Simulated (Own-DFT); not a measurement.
Simulation results for Hf₃₆O₇₁ (tetragonal hafnia with one neutral oxygen vacancy, atoms displaced)

A calculation, not a measurement: plane-wave PBE and HSE06 DFT by an unreviewed code, no spin, of a simulated cell at Gamma alone, so results move with cell size and shape, stress positive in tension, energies less offsets, not probed for a lower state with spin; hafnium file: forces about 75 meV/angstrom off all-electron values; oxygen file: force components 24 meV/angstrom off all-electron in a glass; k mesh not checked against a denser one; forces and stress are PBE's, HSE06 gives the energy alone, and its difference from PBE has offsets of its own; offsets are fitted by least squares, one for each functional and potential file, so energies compare only between cells with the same atoms and settings and are not formation energies; the far tail of each file's local potential was reset to the Coulomb form; each entry is a single point on an unrelaxed cell, so the pressure reflects the starting lattice, taken from the Materials Project, from which strain is counted, and rises with the displacements; printed positions are rounded, which can move forces by about a meV/angstrom; the program is a retired in-house code; no spin-orbit coupling. Program: Own-DFT development build.

Settings shared by all entries: first functional PBE; second functional HSE06; exact exchange share 0.25; screening 0.11 1/bohr; exchange divergence Gygi-Baldereschi; potential files PseudoDojo norm-conserving, scalar-relativistic, made for PBE, standard set; wave cutoff 48 hartree; occupations fixed; k mesh 1 x 1 x 1 centred on Gamma.

(1) 
```xyz
107
Lattice="10.7800 0.0000 0.0000 0.0000 10.7800 0.0000 0.0000 0.0000 10.4493" Properties=species:S:1:pos:R:3:force_x:R:1:force_y:R:1:force_z:R:1 formula=Hf36O71 PBE_energy_of_cell_above_offsets=-97.205 HSE06_less_PBE_above_offsets=0.045 PBE_pressure=2.57 PBE_stress_xx=-2.05 PBE_stress_yy=-2.53 PBE_stress_zz=-3.12 PBE_stress_yz=0.86 PBE_stress_xz=0.36 PBE_stress_xy=-0.16
Hf    10.7077    10.7624    10.3431      0.901      2.077      2.346
Hf     1.7872     1.8310     2.6157      0.066     -0.056     -1.653
O     10.7338     1.7237     1.5565      1.357     -0.151      0.642
O      1.7510    10.7210     3.6736      0.304      1.924      0.737
O      0.0210     1.7704     4.2064      -0.04      0.296     -0.163
O      1.8440    10.7025     1.0630     -0.738      0.308     -0.939
Hf     0.0348     0.0518     5.2689     -0.651     -0.425     -0.675
Hf     1.7978     1.7601     7.7778      1.637      0.474      1.463
O      0.0824     1.8321     6.7749     -1.379     -0.064     -0.056
O      1.7915    10.7381     8.7771     -0.667      0.798      0.148
O     10.7203     1.8116     9.3931      0.143     -0.658     -0.566
O      1.8619     0.0549     6.2147     -2.093      0.075      1.275
Hf     0.0046     3.6289    10.3710     -0.395      0.285      2.257
Hf     1.8440     5.4283     2.5933     -0.583     -0.132     -0.547
O      0.0253     5.3469     1.6848     -0.423      0.465     -0.662
O      1.8800     3.5662     3.5985      0.069      0.247      0.857
O     10.7553     5.3667     4.2355      0.591      0.569      1.164
O      1.8079     3.5816     1.0384      0.109     -0.434     -0.745
Hf    10.7188     3.5744     5.2166      0.292      1.377     -1.347
Hf     1.8514     5.3140     7.8081     -1.536      1.056      1.565
O     10.6820     5.4057     6.9078      2.989     -0.823     -1.271
O      1.7865     3.5696     8.8292     -0.512     -0.275     -0.774
O     10.7325     5.4270     9.4326      0.158      0.262      0.211
O      1.7904     3.5904     6.1985      0.191      0.405      0.546
Hf     0.0387     7.2722    10.3912      0.577     -2.561      2.232
Hf     1.7406     9.0507     2.6721      1.144     -1.737     -1.619
O     10.7249     8.9402     1.6816      0.806      0.201     -0.975
O      1.7481     7.2058     3.5976      0.038      0.431      1.072
O     10.7329     9.0266     4.1856     -0.254      0.454      0.737
O      1.8499     7.1548     1.1377     -0.557      0.519     -1.888
Hf    10.6862     7.2784     5.1800      1.655     -2.052     -0.625
Hf     1.7193     8.9886     7.7639      3.053     -1.315      1.033
O     10.7446     9.0019     6.8498      0.125       0.31     -0.933
O      1.7419     7.1880     8.8591     -0.135      0.113      -0.37
O      0.0029     8.9905     9.4680     -0.139      0.746      -1.23
O      1.7720     7.1904     6.2436     -0.281      0.021     -0.033
Hf     3.6531     0.0242     0.0464     -0.108     -0.859      0.206
Hf     5.4333     1.7939     2.6136      0.146     -1.432     -0.131
O      3.6684     1.8558     1.5975     -1.456     -0.872       0.42
O      5.3206    10.7229     3.6811      0.759      1.109     -0.143
O      3.6366     1.7564     4.2435      -0.36       1.84      0.305
O      5.4372     0.0382     1.0990      0.044      0.151     -1.188
Hf     3.5267     0.0615     5.2377      3.119     -2.097     -0.992
Hf     5.4486     1.7803     7.7422     -1.138     -0.094      1.341
O      5.3569    10.7615     8.8491      0.346       0.85      0.065
O      3.5521     1.8118     9.4406      0.404     -0.521     -0.843
O      5.4374     0.0448     6.2660     -0.716       0.57      0.349
Hf     3.7139     3.5672    10.4284     -3.639      0.579      0.077
Hf     5.4624     5.3160     2.6556     -1.055      2.138     -1.753
O      3.6402     5.3861     1.6471      0.334     -0.328     -0.239
O      5.4354     3.6044     3.6014     -0.136     -0.955      1.168
O      3.6112     5.4637     4.1893     -0.207      -1.83      0.672
O      5.2963     3.5288     1.0021      3.309      0.436      0.953
Hf     3.5440     3.6428     5.2472       0.58     -0.876      -1.25
Hf     5.3370     5.3640     7.7960      1.561      1.715      2.155
O      3.6316     5.4034     6.9066         -2     -0.114     -2.406
O      5.5065     3.6858     8.8277     -0.424     -2.231      0.549
O      3.5537     5.3390     9.4264     -0.076      0.851     -0.086
O      5.3835     3.6993     6.2856     -0.438     -1.315      -0.99
Hf     3.6148     7.2408     0.0079      0.296     -0.634      0.361
Hf     5.3860     8.9516     2.6406     -0.278      0.172      0.438
O      3.6903     9.0325     1.6155     -1.688     -0.132     -0.285
O      5.3818     7.1529     3.5567      0.527     -0.351      1.359
O      3.6647     8.9763     4.3285     -0.811      -0.61     -0.679
O      5.3793     7.1694     1.0297      0.757      0.102     -0.839
Hf     3.5641     7.1077     5.2554      0.096      2.831     -0.368
Hf     5.3942     9.0225     7.7760     -1.051     -1.119      1.398
O      3.6995     9.0170     6.7754      -2.24      0.135      0.668
O      5.3867     7.1923     8.8728      0.235      0.105     -0.426
O      3.5615     8.9730     9.3949      0.018        0.6      0.584
O      5.3613     7.1886     6.2776      0.677      -0.33     -0.748
Hf     7.2137     0.0003    10.4230      -0.55      0.659       1.46
Hf     9.0186     1.7392     2.6677     -0.337      2.541     -2.348
O      7.1984     1.8060     1.5590      0.212      0.171      0.619
O      8.9460     0.0362     3.5852      0.034     -1.231      1.586
O      7.1170     1.7720     4.1639      0.401      0.647      0.729
O      8.9940     0.0162     1.0760     -0.404     -0.798     -1.223
Hf     7.1579     0.0426     5.2476       0.47     -0.761     -1.086
Hf     9.0239     1.8512     7.8101      0.022      0.065      0.696
O      7.1857     1.7713     6.7614      0.623       0.61      0.201
O      8.9658     0.0555     8.8144      0.288     -0.795      0.672
O      7.1656     1.7836     9.4650     -0.031      0.058     -1.265
O      9.0328     0.0810     6.2968     -0.451     -0.023     -0.914
Hf     7.1183     3.6003    10.4186      1.962      0.241      1.276
Hf     8.9384     5.4672     2.5954      2.162      -2.05     -1.108
O      7.2166     5.3457     1.5991     -1.022     -0.281      0.271
O      9.0755     3.6483     3.6211      -0.89     -1.114      0.661
O      7.1279     5.3984     4.2303      0.307      -0.31      0.182
O      9.0397     3.5840     1.0426     -0.666     -0.012     -0.924
Hf     7.1808     3.6179     5.2147     -0.469     -0.351     -0.318
Hf     9.0213     5.3939     7.8089     -1.847      0.254      2.008
O      7.1107     5.3323     6.8855      1.936      0.489      -1.11
O      8.9884     3.6495     8.9238     -0.043     -1.163      -1.61
O      7.2708     5.3828     9.5378      0.054      1.372     -0.596
O      8.9681     3.5958     6.2007     -0.319     -0.398      0.985
Hf     7.2140     7.2785    10.4060     -1.237     -2.234       1.59
Hf     8.9496     8.9988     2.6287     -0.699     -0.555     -0.257
O      7.1306     8.9619     1.6338      1.274        0.1     -0.842
O      8.9864     7.1169     3.6720     -0.105      1.884      0.618
O      7.1848     8.9641     4.1594      0.447     -0.047      1.694
O      8.9892     7.2333     1.0565     -0.012     -0.106      -0.69
Hf     7.1446     7.1396     5.2474     -0.082      1.197     -0.067
Hf     8.9888     8.9460     7.8701     -0.839      1.327     -0.655
O      7.2072     8.9433     6.9119      0.501      0.148     -1.287
O      9.0470     7.2630     8.8123     -0.225     -1.366      0.969
O      7.2129     8.9810     9.4641       0.42      1.234     -0.746
O      9.0466     7.1531     6.2733     -2.095      0.378     -0.088
```

Units: PBE_energy_of_cell_above_offsets, HSE06_less_PBE_above_offsets in eV; PBE_pressure, PBE_stress_xx, PBE_stress_yy, PBE_stress_zz, PBE_stress_yz, PBE_stress_xz, PBE_stress_xy in GPa; force_x, force_y, force_z in eV/Å.

(2) 
```xyz
107
Lattice="10.7800 0.0000 0.0000 0.0000 10.7800 0.0000 0.0000 0.0000 10.4493" Properties=species:S:1:pos:R:3:force_x:R:1:force_y:R:1:force_z:R:1 formula=Hf36O71 PBE_energy_of_cell_above_offsets=-101.419 HSE06_less_PBE_above_offsets=-0.170 PBE_pressure=0.73 PBE_stress_xx=0.4 PBE_stress_yy=-1.24 PBE_stress_zz=-1.36 PBE_stress_yz=0.41 PBE_stress_xz=0.12 PBE_stress_xy=-0.07
Hf     0.0238    10.7573     0.0180     -0.004      0.782      0.184
Hf     1.8093     1.7707     2.6560     -0.582       0.32     -1.048
O      0.0363     1.8058     1.5417     -0.359      0.094      0.139
O      1.8239    10.7726     3.6495     -0.024     -0.372      0.007
O     10.7731     1.8150     4.1764      0.271     -0.289      0.263
O      1.7985    10.7669     1.0705      0.242     -0.086     -0.526
Hf     0.0077    10.7726     5.1819     -0.056      0.754       0.08
Hf     1.7898     1.7753     7.7981      0.039      0.116      0.176
O      0.0329     1.7969     6.7956     -0.818     -0.077      0.656
O      1.7570     0.0371     8.8851     -0.171     -0.121     -0.478
O      1.8136     0.0255     6.1910      0.252     -0.206      0.413
Hf     0.0306     3.5721     0.0179      0.021     -0.484     -0.451
Hf     1.7787     5.4167     2.6191     -0.308     -0.753     -0.028
O     10.7545     5.4201     1.5642      0.321     -0.175      0.488
O      1.7387     3.5645     3.6341      0.608      0.614      0.024
O     10.7669     5.3612     4.2238      0.116       1.23     -0.418
O      1.8050     3.5821     1.0077      0.055      0.392     -0.105
Hf     0.0155     3.6067     5.2167     -0.261     -0.168      0.163
Hf     1.8079     5.3298     7.8591     -0.209      1.267     -0.432
O      0.0194     5.3901     6.7905     -0.291     -0.112      0.396
O      1.8097     3.5892     8.8557     -0.148     -0.821      0.184
O      0.0331     5.3935     9.3766     -0.206     -0.167      0.404
O      1.8026     3.5835     6.2492      0.253      0.165     -0.091
Hf     0.0504     7.1963    10.4157     -0.906     -0.447       0.08
Hf     1.8163     8.9811     2.5983     -0.896      0.372     -0.346
O      0.0014     8.9560     1.5944     -0.049      0.035      0.443
O      1.8012     7.2008     3.6232      0.119     -0.056      0.186
O      0.0071     8.9803     4.2440     -0.076      0.012     -0.881
O      1.7585     7.2144     1.0023       1.13     -0.188      0.552
Hf    10.7661     7.2368     5.2130      0.108      -1.34      0.651
Hf     1.8222     8.9993     7.8201     -0.313     -0.154      0.292
O     10.7694     9.0268     6.7947      0.237     -0.185      0.485
O      1.8035     7.2480     8.8949      0.217     -0.864     -0.713
O      0.0690     8.9618     9.4581      -0.44      0.773     -0.514
O      1.7742     7.1979     6.2346       0.51      0.494     -0.097
Hf     3.6337    10.7712    10.4324     -0.766      0.594      0.704
Hf     5.4019     1.7802     2.5735     -0.326      0.671      0.165
O      3.5725     1.8243     1.6017      0.465     -0.154      0.211
O      5.4046    10.7753     3.6365      0.146     -0.176      0.051
O      3.6176     1.7586     4.1913     -0.105      0.969     -0.548
O      5.3890     0.0151     1.0603      0.138      0.209      -0.41
Hf     3.6115     0.0242     5.1347     -0.059     -0.231      1.771
Hf     5.3936     1.7985     7.8045     -0.168     -0.339      0.002
O      3.5947     1.8032     6.7600       0.58      0.111      0.441
O      5.3967    10.7698     8.8420     -0.219       0.36      0.161
O      3.6130     1.7981     9.4609      0.064     -0.325     -0.647
O      5.4169     0.0049     6.2353      -0.57      0.234     -0.254
Hf     3.5805     3.5934    10.4009     -0.108     -0.045      0.749
Hf     5.4262     5.4003     2.5592     -1.127     -0.586       1.03
O      3.5562     5.4067     1.6107      0.526      0.187     -0.224
O      5.3696     3.5808     3.6449     -0.086      0.078     -0.588
O      3.6153     5.3819     4.2162     -0.407      0.364      0.281
O      5.3864     3.5570     1.0073      0.193      0.368      0.009
Hf     3.6061     3.5734     5.2006      0.239      0.713      0.308
Hf     5.4222     5.3607     7.8584     -0.617      0.065     -0.446
O      3.6012     5.3817     6.8629      0.054     -0.096     -0.125
O      5.3846     3.5542     8.8586      0.034      0.424     -0.049
O      3.5769     5.4178     9.4315          0     -0.281      0.396
O      5.4420     3.6462     6.2569     -1.067     -0.506      0.138
Hf     3.5969     7.2011     0.0310     -0.451     -0.134     -0.475
Hf     5.4112     8.9672     2.6497      0.088      0.086     -0.955
O      3.5515     9.0102     1.6056      1.348     -0.391     -0.039
O      5.3760     7.1738     3.5934      0.104      0.282      0.546
O      3.6093     8.9883     4.2278      0.072      0.099     -0.779
O      5.3964     7.1795     1.0532      0.071      0.042     -0.486
Hf     3.5789     7.2579     5.2076      0.206     -1.793      0.834
Hf     5.3939     8.9789     7.8461     -0.354     -0.072        0.1
O      3.6526     9.0206     6.8095     -0.857     -0.401     -0.006
O      5.3486     7.1720     8.8634      0.227      0.485      0.254
O      3.5444     9.0276     9.4310      0.343     -0.544      0.019
O      5.4231     7.1691     6.2585     -0.933       0.04     -0.324
Hf     7.1995     0.0416    10.4405      0.392     -0.792      0.911
Hf     8.9675     1.8759     2.5972      1.391     -1.082       0.06
O      7.2257     1.8393     1.5499     -0.815     -0.093      0.225
O      9.0752     0.0408     3.5912     -0.575     -0.512      0.114
O      7.1407     1.8392     4.2240      0.262     -0.846     -0.572
O      8.9937     0.0000     1.0460     -0.171     -0.023     -0.795
Hf     7.1559     0.0014     5.2072      0.471       0.55      0.084
Hf     8.9765     1.7659     7.8122       0.71      0.392     -0.075
O      7.1985     1.7472     6.7908     -0.236      0.037      0.359
O      8.9887    10.7706     8.8781      0.174      0.129     -0.283
O      7.1641     1.7711     9.4395      0.124      0.813     -0.503
O      9.0219    10.7577     6.2066     -1.009     -0.079      0.371
Hf     7.2110     3.5600     0.0427      -0.21      0.072     -0.567
Hf     8.9470     5.4268     2.6141      1.073     -0.268      0.114
O      7.1980     5.3849     1.6233      -0.12     -0.358     -0.771
O      9.0150     3.5932     3.6289     -0.328      0.559     -0.076
O      7.1767     5.3757     4.2062       0.04      0.559     -0.109
O      9.0077     3.5596     1.0219     -0.227      0.272     -0.136
Hf     7.1713     3.6149     5.2364      0.422      0.158     -0.238
Hf     8.9987     5.3801     7.8390      0.489     -0.055     -0.446
O      7.1721     5.3705     6.8159      0.693      0.285      0.319
O      9.0374     3.5378     8.8306     -0.105      0.351      0.357
O      7.1607     5.4055     9.4353      0.266     -0.679      0.075
O      8.9614     3.6101     6.2438      0.331     -0.145     -0.003
Hf     7.1706     7.2073    10.3810       0.56       0.23      0.894
Hf     8.9882     8.9465     2.6209     -0.111      1.191     -0.801
O      7.1732     9.0226     1.5840      0.059     -0.281      0.559
O      8.9508     7.1941     3.6235      0.303     -0.257      0.396
O      7.2240     8.9625     4.2272     -0.264      0.478     -0.472
O      8.9706     7.1677     1.0177     -0.357      0.202     -0.456
Hf     7.1703     7.2067     5.2582      0.256     -0.832     -0.102
Hf     8.9629     9.0388     7.7857      0.198     -0.694     -0.017
O      7.0933     8.9847     6.7771      1.705      0.115      0.357
O      8.9894     7.2215     8.7969     -0.385      0.027      0.276
O      7.1503     9.0159     9.4587      0.096     -0.268     -0.653
O      8.9796     7.1913     6.2547      -0.16      0.181     -0.351
```

Units: PBE_energy_of_cell_above_offsets, HSE06_less_PBE_above_offsets in eV; PBE_pressure, PBE_stress_xx, PBE_stress_yy, PBE_stress_zz, PBE_stress_yz, PBE_stress_xz, PBE_stress_xy in GPa; force_x, force_y, force_z in eV/Å.
